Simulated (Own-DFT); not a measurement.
# Computed records: Al₁₆O₂₃ (corundum with two vacancies, atoms displaced)

A calculation, not a measurement: plane-wave PBE density functional theory by an unreviewed code, no spin, of a simulated periodic cell, stress positive in tension, free energy of the whole cell less one offset for each atom, defect cell not probed for a lower state with spin; oxygen file: force components 24 meV/angstrom off all-electron in one glass; forces on such cells passed a denser k mesh, this cell's mesh not checked; offsets are fitted by least squares, one for each functional and potential file, so energies compare only between cells with the same atoms and settings and are not formation energies; the far tail of each file's local potential was reset to the Coulomb form; each entry is a single point on an unrelaxed cell, so the pressure reflects the starting lattice, mostly measured values, from which strain is counted, and rises with the displacements; printed positions are rounded, which can move forces by about a meV/angstrom; the program is a retired in-house code; no spin-orbit coupling; before rounding, a Quantum ESPRESSO 7.3.1 run of the same cell and cutoff gave forces within 1 meV/angstrom rms on each cell, which checks the program and not the settings. Program: Own-DFT development build.

Settings shared by all entries: functional PBE; potential files PseudoDojo norm-conserving, scalar-relativistic, standard set; wave cutoff 72 hartree; occupations Fermi-Dirac; smearing width 0.1 eV; k mesh 3 x 3 x 3 centred on Gamma.

(1) Al₁₆O₂₃ (corundum with two vacancies, atoms displaced)

```cif
# cell vector a (Å): 5.4940 0.0000 8.6604
# cell vector b (Å): -2.7470 4.7579 8.6604
# cell vector c (Å): -2.7470 -4.7579 8.6604
data_Al16O23
_symmetry_space_group_name_H-M 'P 1'
_symmetry_Int_Tables_number 1
_cell_length_a 10.2561
_cell_length_b 10.2560
_cell_length_c 10.2560
_cell_angle_alpha 55.280
_cell_angle_beta 55.280
_cell_angle_gamma 55.280
_cell_volume 679.15
loop_
_atom_site_label
_atom_site_type_symbol
_atom_site_fract_x
_atom_site_fract_y
_atom_site_fract_z
_atom_site_occupancy
Al1 Al 0.17485 0.16989 0.17588 1
Al2 Al 0.31857 0.34055 0.31798 1
Al3 Al 0.42062 0.43118 0.42830 1
Al4 Al 0.07499 0.07403 0.08479 1
O1 O 0.28252 0.47312 0.11551 1
O2 O 0.46792 0.11677 0.28493 1
O3 O 0.13455 0.28376 0.46613 1
O4 O 0.21398 0.02516 0.37855 1
O5 O 0.02897 0.37803 0.21330 1
O6 O 0.37848 0.22336 0.02133 1
Al5 Al 0.18185 0.17120 0.67787 1
Al6 Al 0.31607 0.32653 0.82949 1
Al7 Al 0.42204 0.42419 0.92967 1
Al8 Al 0.08152 0.07515 0.56757 1
O7 O 0.26785 0.47839 0.62251 1
O8 O 0.47614 0.11690 0.77623 1
O9 O 0.12018 0.26408 0.98552 1
O10 O 0.21979 0.03392 0.87557 1
O11 O 0.02851 0.37281 0.72255 1
O12 O 0.37566 0.22726 0.52802 1
Al9 Al 0.18152 0.67861 0.17118 1
Al10 Al 0.32681 0.82579 0.32357 1
Al11 Al 0.42842 0.92034 0.43799 1
Al12 Al 0.08786 0.56040 0.07971 1
O13 O 0.29205 0.97404 0.11076 1
O14 O 0.47374 0.63262 0.27328 1
O15 O 0.13077 0.77993 0.46580 1
O16 O 0.22320 0.52411 0.37192 1
O17 O 0.03675 0.87693 0.21092 1
O18 O 0.38495 0.71725 0.02108 1
Al13 Al 0.17077 0.68055 0.68022 1
Al14 Al 0.33222 0.81961 0.81699 1
Al15 Al 0.43302 0.91966 0.92517 1
Al16 Al 0.08585 0.56659 0.57405 1
O19 O 0.27802 0.96011 0.62524 1
O20 O 0.47794 0.61752 0.77887 1
O21 O 0.12309 0.78689 0.96661 1
O22 O 0.22322 0.52689 0.86519 1
O23 O 0.02684 0.86824 0.72868 1
Al17 Al 0.67558 0.17109 0.17592 1
Al18 Al 0.82363 0.31346 0.33508 1
Al19 Al 0.92894 0.42403 0.42628 1
Al20 Al 0.58072 0.07843 0.06837 1
O24 O 0.77874 0.47510 0.12915 1
O25 O 0.97304 0.13116 0.28313 1
O26 O 0.62564 0.28541 0.46979 1
O27 O 0.71841 0.04462 0.37920 1
O28 O 0.52728 0.37384 0.21640 1
O29 O 0.88463 0.22041 0.01864 1
Al21 Al 0.68501 0.17578 0.67844 1
Al22 Al 0.82139 0.33091 0.81972 1
Al23 Al 0.93328 0.41684 0.92839 1
Al24 Al 0.56902 0.07868 0.57623 1
O30 O 0.77378 0.47045 0.63041 1
O31 O 0.97590 0.11966 0.76862 1
O32 O 0.62330 0.27981 0.97543 1
O33 O 0.72251 0.01633 0.88417 1
O34 O 0.54219 0.35574 0.72468 1
O35 O 0.87357 0.22003 0.53606 1
Al25 Al 0.66884 0.66966 0.18192 1
Al26 Al 0.83271 0.81634 0.32177 1
Al27 Al 0.92009 0.92547 0.42684 1
Al28 Al 0.56817 0.57718 0.07448 1
O36 O 0.78308 0.96962 0.12643 1
O37 O 0.96001 0.63677 0.28537 1
O38 O 0.62048 0.78154 0.47712 1
O39 O 0.70844 0.53729 0.36066 1
O40 O 0.87022 0.72202 0.03523 1
Al29 Al 0.67207 0.67758 0.66936 1
Al30 Al 0.82776 0.82009 0.81995 1
Al31 Al 0.92021 0.93121 0.92337 1
Al32 Al 0.57831 0.57700 0.57948 1
O41 O 0.77429 0.96841 0.63575 1
O42 O 0.97471 0.61963 0.77964 1
O43 O 0.62223 0.77408 0.98287 1
O44 O 0.71893 0.50664 0.89217 1
O45 O 0.52368 0.87787 0.70803 1
O46 O 0.88481 0.72284 0.52482 1
```

```
free energy of cell above offsets : -48.661 eV
pressure                          : 9.53 GPa
stress xx                         : -10.11 GPa
stress yy                         : -8.81 GPa
stress zz                         : -9.68 GPa
stress yz                         : 0.61 GPa
stress xz                         : 1.01 GPa
stress xy                         : 0.92 GPa
```

Force:
```
element  x (eV/Å)  y (eV/Å)  z (eV/Å)
     Al     0.613     0.118     1.884
     Al     2.527     -1.95     -0.37
     Al     1.769     0.053     0.672
     Al      0.89     0.875    -2.403
      O    -1.473    -0.514     0.919
      O    -0.063     1.327     1.115
      O    -1.195    -0.529    -1.557
      O     0.142     0.734     0.337
      O    -0.113    -1.476     1.138
      O    -1.016    -0.504     0.047
     Al    -0.673     0.126     0.156
     Al     1.925    -0.216    -0.822
     Al     2.325     0.544    -0.886
     Al    -0.522    -1.285    -0.498
      O     1.548     -1.36     1.095
      O    -0.987     0.556     0.633
      O     0.857     2.404     1.531
      O     1.099     -0.56    -0.495
      O     0.367     0.596    -0.116
      O    -0.294    -0.119      -0.6
     Al    -0.559      1.19    -0.007
     Al     0.426     0.173     1.185
     Al     0.983     1.681    -2.906
     Al    -2.614     2.941    -1.779
      O    -1.785    -1.674     0.617
      O    -1.282    -1.622    -2.204
      O    -0.664    -0.149    -0.669
      O    -0.577     1.166     0.763
      O    -1.171    -0.921     0.605
      O    -1.355     0.417    -0.776
     Al     1.449     1.214    -0.254
     Al    -1.755    -0.198     0.055
     Al    -0.352     0.945    -0.063
     Al    -2.036     0.605    -0.785
      O    -1.048     0.201     1.333
      O    -0.745    -0.214      0.09
      O     1.095    -1.416     0.218
      O    -0.262    -1.795     1.607
      O    -0.277     1.303      0.17
     Al     0.065     0.377     1.299
     Al    -1.135     2.915     0.292
     Al    -0.283     0.484    -0.318
     Al    -1.023      -1.9    -1.248
      O     1.204    -0.357    -1.846
      O     1.059    -1.707    -2.057
      O    -0.739     -1.04    -0.748
      O     1.725    -0.129    -1.569
      O    -0.817    -0.078     0.586
      O    -0.727    -1.698    -0.235
     Al    -0.151    -1.763    -2.275
     Al     0.909    -2.099     0.577
     Al    -2.015      0.11    -0.262
     Al     -0.17     0.023     0.945
      O     1.035     1.513    -0.478
      O    -0.921     0.885     1.329
      O       0.3    -0.294    -0.859
      O    -0.188     1.549     0.193
      O    -2.791     1.867     1.694
      O     1.217     1.607     0.597
     Al     0.617     3.492     0.716
     Al    -2.754     1.802     1.319
     Al     0.155    -0.287     1.473
     Al     2.177    -1.268     0.893
      O    -0.717     0.188     0.378
      O     4.254     -2.34    -2.216
      O     2.019    -0.171     0.763
      O     0.358    -5.245     4.656
      O      1.14    -0.101     0.369
     Al     0.663     -0.99     2.625
     Al    -0.845    -1.969     0.992
     Al     1.115    -1.508    -0.365
     Al    -0.288     0.519    -4.215
      O     0.884     1.374    -0.812
      O    -0.185     0.048      -0.3
      O     0.822     1.536    -1.183
      O    -0.333     3.122     0.448
      O     0.152    -0.764      1.07
      O    -0.985    -0.371    -1.211
```

(2) Al₁₆O₂₃ (corundum with two vacancies, atoms displaced)

```cif
# cell vector a (Å): 5.4940 0.0000 8.6604
# cell vector b (Å): -2.7470 4.7579 8.6604
# cell vector c (Å): -2.7470 -4.7579 8.6604
data_Al16O23
_symmetry_space_group_name_H-M 'P 1'
_symmetry_Int_Tables_number 1
_cell_length_a 10.2561
_cell_length_b 10.2560
_cell_length_c 10.2560
_cell_angle_alpha 55.280
_cell_angle_beta 55.280
_cell_angle_gamma 55.280
_cell_volume 679.15
loop_
_atom_site_label
_atom_site_type_symbol
_atom_site_fract_x
_atom_site_fract_y
_atom_site_fract_z
_atom_site_occupancy
Al1 Al 0.16765 0.18283 0.17821 1
Al2 Al 0.34165 0.31367 0.32263 1
Al3 Al 0.43338 0.41921 0.42768 1
Al4 Al 0.08519 0.07660 0.07157 1
O1 O 0.27171 0.47287 0.12312 1
O2 O 0.47010 0.12802 0.28138 1
O3 O 0.11235 0.28083 0.48133 1
O4 O 0.22038 0.02357 0.37471 1
O5 O 0.02898 0.37141 0.23238 1
O6 O 0.37012 0.23307 0.03022 1
Al5 Al 0.17925 0.17958 0.67288 1
Al6 Al 0.33057 0.31726 0.83362 1
Al7 Al 0.41641 0.41818 0.94555 1
Al8 Al 0.07362 0.06981 0.56881 1
O7 O 0.28153 0.46800 0.61722 1
O8 O 0.46572 0.12247 0.78330 1
O9 O 0.12436 0.27496 0.97649 1
O10 O 0.21899 0.02649 0.88618 1
O11 O 0.03074 0.37700 0.72583 1
O12 O 0.37866 0.23206 0.52238 1
Al9 Al 0.17011 0.67624 0.18193 1
Al10 Al 0.32618 0.81380 0.32421 1
Al11 Al 0.42604 0.93007 0.41680 1
Al12 Al 0.07373 0.57342 0.07483 1
O13 O 0.27139 0.97919 0.13323 1
O14 O 0.47205 0.63744 0.27091 1
O15 O 0.12337 0.76708 0.48101 1
O16 O 0.22074 0.52214 0.38122 1
O17 O 0.37881 0.71388 0.03570 1
Al13 Al 0.17605 0.68273 0.66216 1
Al14 Al 0.33311 0.81729 0.82122 1
Al15 Al 0.42323 0.93213 0.92088 1
Al16 Al 0.07137 0.57689 0.57319 1
O18 O 0.27861 0.97809 0.62733 1
O19 O 0.46633 0.62903 0.78594 1
O20 O 0.12802 0.76456 0.96898 1
O21 O 0.21668 0.52918 0.88219 1
O22 O 0.03249 0.88023 0.71988 1
O23 O 0.38067 0.72170 0.52418 1
Al17 Al 0.67843 0.17062 0.17775 1
Al18 Al 0.82338 0.31884 0.33567 1
Al19 Al 0.93993 0.42735 0.41510 1
Al20 Al 0.57396 0.07149 0.08189 1
O24 O 0.78039 0.46879 0.12868 1
O25 O 0.97734 0.11819 0.28175 1
O26 O 0.62928 0.28147 0.47057 1
O27 O 0.71628 0.01389 0.39504 1
O28 O 0.52576 0.37297 0.22122 1
O29 O 0.86953 0.21436 0.03199 1
Al21 Al 0.67842 0.17187 0.67244 1
Al22 Al 0.82864 0.33069 0.81191 1
Al23 Al 0.92368 0.42541 0.93116 1
Al24 Al 0.57973 0.05770 0.57173 1
O30 O 0.77027 0.47645 0.62549 1
O31 O 0.97838 0.11348 0.78419 1
O32 O 0.62874 0.27703 0.96538 1
O33 O 0.72899 0.01540 0.88074 1
O34 O 0.53117 0.37320 0.71964 1
O35 O 0.87450 0.21449 0.52675 1
Al25 Al 0.69228 0.66262 0.17989 1
Al26 Al 0.82321 0.83010 0.32082 1
Al27 Al 0.92549 0.92082 0.42394 1
Al28 Al 0.57683 0.57981 0.07080 1
O36 O 0.77725 0.96883 0.12651 1
O37 O 0.97911 0.62051 0.27256 1
O38 O 0.61276 0.78742 0.47989 1
O39 O 0.71818 0.53643 0.37203 1
O40 O 0.53260 0.87589 0.21741 1
O41 O 0.87173 0.73086 0.03261 1
Al29 Al 0.67221 0.69117 0.67051 1
Al30 Al 0.83350 0.80987 0.82233 1
Al31 Al 0.93614 0.92231 0.92769 1
Al32 Al 0.57887 0.56533 0.57948 1
O42 O 0.77624 0.97982 0.61863 1
O43 O 0.97037 0.63039 0.77787 1
O44 O 0.62316 0.77743 0.97420 1
O45 O 0.72119 0.52779 0.87673 1
O46 O 0.52877 0.87569 0.72048 1
```

```
free energy of cell above offsets : -49.584 eV
pressure                          : 9.28 GPa
stress xx                         : -10.17 GPa
stress yy                         : -9.22 GPa
stress zz                         : -8.47 GPa
stress yz                         : -0.69 GPa
stress xz                         : 1.77 GPa
stress xy                         : -0.34 GPa
```

Force:
```
element  x (eV/Å)  y (eV/Å)  z (eV/Å)
     Al     1.119    -0.952     0.325
     Al    -3.683     1.601    -0.006
     Al    -0.639     1.241     0.343
     Al    -1.799    -1.068    -1.189
      O    -0.407    -2.148     2.118
      O     1.438    -0.531    -0.996
      O     2.223    -0.362     0.978
      O     0.015     0.162     0.842
      O     0.074     0.761    -1.061
      O     0.435    -1.998    -0.946
     Al    -0.355    -0.806    -0.575
     Al    -0.353     1.986    -0.847
     Al      1.77      2.95     0.467
     Al    -0.703    -0.041     1.706
      O    -1.172    -1.013     1.859
      O     0.544     0.921     0.645
      O    -0.356     0.817     0.509
      O      1.42     0.915    -1.095
      O    -0.163    -0.461     -0.81
      O     0.578    -2.172    -1.097
     Al     0.451     0.136      0.39
     Al    -0.905     1.398      1.53
     Al    -0.524    -1.716    -0.225
     Al     -0.04     0.574      -0.2
      O       1.6     0.135    -0.943
      O     1.832    -2.419    -1.721
      O     0.004     2.214    -0.086
      O     0.175     1.062    -0.506
      O    -1.062     1.232    -0.613
     Al     0.394    -2.215     2.107
     Al    -2.428    -0.018    -0.313
     Al     0.022    -2.046     0.775
     Al       0.2    -0.229    -0.831
      O     0.921     0.486    -0.464
      O     1.891    -0.883     -1.23
      O     0.083     0.888     2.516
      O      1.17     0.827    -1.735
      O     0.831    -1.155    -1.928
      O    -0.576    -0.306     -0.44
     Al     0.212     0.937     0.146
     Al      0.57     0.703     -0.46
     Al    -2.355    -0.945    -0.111
     Al     1.665     1.457    -1.467
      O     0.187    -0.227     0.189
      O     -1.08     0.337    -0.448
      O    -0.452     -0.23    -1.019
      O     2.335     3.305     -1.94
      O     0.883     0.429     1.052
      O     1.024     0.377     1.827
     Al    -0.695    -1.387     0.791
     Al     -0.44    -1.627    -0.255
     Al     0.363     0.231    -0.642
     Al    -3.243     0.551     3.033
      O     1.406     0.472     0.169
      O    -0.857     1.881     1.061
      O    -0.623    -0.726     0.206
      O    -0.926     1.516    -0.437
      O    -0.332    -0.677    -0.402
      O     0.016     0.324     1.167
     Al    -2.055     2.813    -0.777
     Al     0.655    -1.574    -0.568
     Al     0.436    -0.134     0.514
     Al    -0.296    -0.564    -0.229
      O    -0.501    -0.428     1.256
      O    -1.735      0.32     0.863
      O     1.616     0.356     0.105
      O     0.909    -2.197     1.011
      O    -0.624    -0.384      0.33
      O     1.381    -1.203    -1.082
     Al     1.987    -1.612    -0.876
     Al     -3.77     1.757     2.361
     Al    -0.852     0.465    -1.491
     Al    -1.195     0.737     0.132
      O     0.763    -1.513    -0.526
      O     1.724    -1.596    -1.213
      O     0.861     0.637    -0.155
      O     0.357     0.335     0.223
      O    -1.347    -0.677     0.408
```

(3) Al₁₆O₂₃ (corundum with two vacancies, atoms displaced)

```cif
# cell vector a (Å): 5.4940 0.0000 8.6604
# cell vector b (Å): -2.7470 4.7579 8.6604
# cell vector c (Å): -2.7470 -4.7579 8.6604
data_Al16O23
_symmetry_space_group_name_H-M 'P 1'
_symmetry_Int_Tables_number 1
_cell_length_a 10.2561
_cell_length_b 10.2560
_cell_length_c 10.2560
_cell_angle_alpha 55.280
_cell_angle_beta 55.280
_cell_angle_gamma 55.280
_cell_volume 679.15
loop_
_atom_site_label
_atom_site_type_symbol
_atom_site_fract_x
_atom_site_fract_y
_atom_site_fract_z
_atom_site_occupancy
Al1 Al 0.16567 0.18348 0.16908 1
Al2 Al 0.33451 0.31920 0.32067 1
Al3 Al 0.43237 0.41748 0.43095 1
Al4 Al 0.08413 0.06823 0.07065 1
O1 O 0.27560 0.47935 0.11408 1
O2 O 0.46918 0.12783 0.27363 1
O3 O 0.12158 0.29028 0.45433 1
O4 O 0.03002 0.37702 0.22271 1
O5 O 0.38054 0.21952 0.02740 1
Al5 Al 0.18392 0.18006 0.67190 1
Al6 Al 0.33177 0.31317 0.82314 1
Al7 Al 0.42657 0.43240 0.92035 1
Al8 Al 0.07788 0.07915 0.56496 1
O6 O 0.27592 0.46250 0.63186 1
O7 O 0.48153 0.12336 0.77724 1
O8 O 0.12775 0.27456 0.97748 1
O9 O 0.22489 0.02184 0.88367 1
O10 O 0.03612 0.37267 0.71547 1
O11 O 0.38650 0.21804 0.52860 1
Al9 Al 0.17937 0.67048 0.17245 1
Al10 Al 0.32024 0.83795 0.31604 1
Al11 Al 0.41564 0.93110 0.42275 1
Al12 Al 0.06788 0.57472 0.07378 1
O12 O 0.46844 0.62525 0.28378 1
O13 O 0.11300 0.78442 0.47752 1
O14 O 0.21173 0.52868 0.38611 1
O15 O 0.03416 0.87270 0.21134 1
O16 O 0.37994 0.72097 0.02438 1
Al13 Al 0.17439 0.66793 0.68020 1
Al14 Al 0.33047 0.82275 0.81443 1
Al15 Al 0.41453 0.93078 0.92574 1
Al16 Al 0.07210 0.57587 0.57205 1
O17 O 0.28252 0.97399 0.61938 1
O18 O 0.46847 0.61877 0.77475 1
O19 O 0.12994 0.77879 0.96967 1
O20 O 0.21325 0.53500 0.87429 1
O21 O 0.02967 0.87434 0.72021 1
O22 O 0.37641 0.71960 0.53416 1
Al17 Al 0.67568 0.17675 0.17767 1
Al18 Al 0.82083 0.33606 0.31615 1
Al19 Al 0.93425 0.42622 0.42431 1
Al20 Al 0.57449 0.07226 0.07755 1
O23 O 0.77801 0.47133 0.12279 1
O24 O 0.97822 0.11030 0.28525 1
O25 O 0.63450 0.27885 0.46868 1
O26 O 0.71836 0.03165 0.37806 1
O27 O 0.53025 0.37291 0.21860 1
O28 O 0.86713 0.23141 0.01511 1
Al21 Al 0.68072 0.17661 0.66798 1
Al22 Al 0.82120 0.32983 0.82696 1
Al23 Al 0.92108 0.42175 0.93876 1
Al24 Al 0.58043 0.07082 0.57600 1
O29 O 0.77717 0.47349 0.62829 1
O30 O 0.97204 0.12699 0.77223 1
O31 O 0.62656 0.27972 0.98085 1
O32 O 0.71899 0.01893 0.88349 1
O33 O 0.52253 0.37924 0.72257 1
O34 O 0.88031 0.21959 0.52649 1
Al25 Al 0.68528 0.66731 0.17165 1
Al26 Al 0.83889 0.81859 0.31425 1
Al27 Al 0.93180 0.92198 0.43084 1
Al28 Al 0.57440 0.58238 0.06159 1
O35 O 0.77134 0.96795 0.13632 1
O36 O 0.97141 0.62046 0.28403 1
O37 O 0.62190 0.78283 0.47197 1
O38 O 0.71059 0.53755 0.37405 1
O39 O 0.52423 0.87599 0.22318 1
O40 O 0.88323 0.71140 0.02797 1
Al29 Al 0.66839 0.68070 0.68185 1
Al30 Al 0.83567 0.81577 0.82230 1
Al31 Al 0.92879 0.91675 0.93104 1
Al32 Al 0.57080 0.57340 0.56882 1
O41 O 0.77925 0.97018 0.63066 1
O42 O 0.96708 0.62184 0.77733 1
O43 O 0.61443 0.78159 0.97626 1
O44 O 0.72083 0.51551 0.88983 1
O45 O 0.53070 0.87037 0.72375 1
O46 O 0.87803 0.72287 0.52579 1
```

```
free energy of cell above offsets : -50.582 eV
pressure                          : 8.3 GPa
stress xx                         : -9.15 GPa
stress yy                         : -7.62 GPa
stress zz                         : -8.14 GPa
stress yz                         : 1 GPa
stress xz                         : 0.24 GPa
stress xy                         : 1.13 GPa
```

Force:
```
element  x (eV/Å)  y (eV/Å)  z (eV/Å)
     Al     1.533    -2.154     2.156
     Al    -1.202     1.055    -0.694
     Al    -0.836     1.599     0.127
     Al    -1.703    -0.903    -0.318
      O    -0.112    -1.383     1.123
      O    -0.413    -0.689     0.192
      O      2.79    -2.321     2.255
      O    -0.594    -0.022    -1.504
      O    -0.983     0.481    -0.863
     Al    -0.712    -0.631    -1.208
     Al    -0.791     0.529     1.444
     Al      0.28      -1.9    -0.867
     Al     0.102    -0.798    -0.086
      O     0.133     0.546     0.392
      O     -0.22    -0.234    -1.471
      O    -0.524     0.678    -1.187
      O     0.492     2.347    -1.553
      O    -0.851     -0.38     0.352
      O    -0.746    -0.001    -0.851
     Al     0.339    -0.138     0.673
     Al     0.206    -0.037     -0.67
     Al     1.464    -0.598     0.607
     Al     2.188    -0.461     1.386
      O      0.38    -0.099    -0.573
      O     2.576     -1.05     1.309
      O     2.475     1.084    -1.029
      O    -0.443    -0.275     0.516
      O    -0.746    -0.082     -1.02
     Al     0.616     1.269     0.633
     Al    -0.546    -0.753    -0.542
     Al     1.025     -1.25     1.991
     Al    -0.369    -0.785     0.111
      O    -0.867     0.162     0.877
      O    -0.395     1.457     2.376
      O     -0.59     0.123    -0.552
      O     0.533    -1.065    -0.186
      O     0.072    -0.473    -0.084
      O     -1.46     0.811    -1.586
     Al      0.52    -0.398     -0.42
     Al     0.661    -2.136     0.872
     Al    -2.589    -0.289    -0.991
     Al     0.092     0.385    -0.288
      O    -0.473    -0.455      0.85
      O    -0.779     2.632     0.404
      O     -0.59    -0.138    -0.659
      O     0.897     0.164      0.22
      O    -1.201     0.172     1.069
      O     1.917    -2.881     2.928
     Al    -0.061    -1.217     1.566
     Al     1.232     0.188    -1.751
     Al     1.771     1.401    -1.392
     Al     0.769    -0.354    -0.309
      O     0.227      0.33    -0.363
      O     0.267    -0.378     0.476
      O    -0.395     0.733    -1.998
      O     0.593     0.529     0.498
      O     1.122    -0.435    -0.564
      O    -0.805     0.977    -0.478
     Al    -2.996     1.211     0.026
     Al    -2.792    -1.001     0.541
     Al    -1.748     0.347     -1.72
     Al    -1.611    -1.811     0.827
      O     1.388     0.979    -0.611
      O     0.734     1.222    -0.376
      O     0.315    -0.158     0.064
      O     2.225    -0.523    -0.168
      O     0.464     0.018    -0.054
      O    -1.402     0.669     -0.62
     Al     2.501     0.252    -1.507
     Al    -1.931     0.874    -0.124
     Al    -0.637     2.019      0.52
     Al     -0.11     0.049     1.882
      O     0.308     0.395    -0.687
      O     0.009     -0.65     0.419
      O     1.619    -0.107     0.558
      O     0.297     3.153    -0.524
      O    -1.092      0.61     0.543
      O     -0.82    -0.033    -0.334
```
